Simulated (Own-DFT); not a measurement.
# Which defects push the lattice out? zincblende InP

No measurement is shown. These are fixed-geometry runs of a retired plane-wave code named Own-DFT, which no person has reviewed; spin and spin-orbit coupling are neglected.

Settings: PBE; PseudoDojo norm-conserving scalar-relativistic files; cutoff 36 hartree; 2 x 3 x 3 k mesh centred on Gamma; Fermi-Dirac smearing of 0.1 eV.

Limits (not all hold for every row): not probed for a lower state with spin; forces on such cells failed a check on a denser k mesh; forces not confirmed at this smearing and k mesh; stress not checked against mesh or cutoff.

All runs share one cell, with vectors in Å (17.606, 0.000, 0.000); (0.000, 11.737, 0.000); (0.000, 0.000, 11.737) and a volume of 2425.5 Å³. Atoms were moved at random from their sites; u is the rms move along one axis. The defect's site can differ from row to row.

| cell | formula | u (Å) | P (GPa) |
|---|---|---|---|
| no defect | In48P48 | 0.0210 | 3.20 |
| no defect | In48P48 | 0.0446 | 3.49 |
| no defect | In48P48 | 0.0453 | 3.53 |
| one In on a P site and one P on an In site | In48P48 | 0.0304 | 3.52 |
| one In on a P site and one P on an In site | In48P48 | 0.0469 | 3.80 |
| one In on a P site and one P on an In site | In48P48 | 0.0494 | 3.77 |
| two P vacancies | In48P46 | 0.0475 | 3.36 |
| two P vacancies | In48P46 | 0.0483 | 3.32 |
| two P vacancies | In48P46 | 0.0505 | 3.36 |
| two P on an In site each | In46P50 | 0.0293 | 3.00 |
| two P on an In site each | In46P50 | 0.0309 | 3.03 |
| two P on an In site each | In46P50 | 0.0455 | ? |
| two P on an In site each | In46P50 | 0.0509 | 3.26 |

## What the rows give

P = P0 + c u² + a shift for each defect gives P0 = 3.15 GPa, c = 172 ± 15 GPa/Å² and a scatter of 0.03 GPa. The shifts, and each times the cell's volume:

- one In on a P site and one P on an In site: 0.23 ± 0.03 GPa, 3.5 eV
- two P vacancies: -0.21 ± 0.03 GPa, -3.2 eV (-1.6 eV for each of its 2 sites)
- two P on an In site each: -0.31 ± 0.03 GPa, -4.7 eV (-2.3 eV for each of its 2 sites)

A positive shift means that the defect pushes the cell outwards. Shift times volume (160.2 GPa Å³ is 1 eV) depends little on the cell's size, so, taken for each site, it can be compared between cells at like pressure. The atoms around the defects weren't relaxed, which would change these numbers.

## Test on the hidden row

Question: what pressure belongs in the blank (two P on an In site each, u = 0.0455 Å)?

The fit gives 3.20 ± 0.04 GPa. The hidden result is 3.22 GPa.
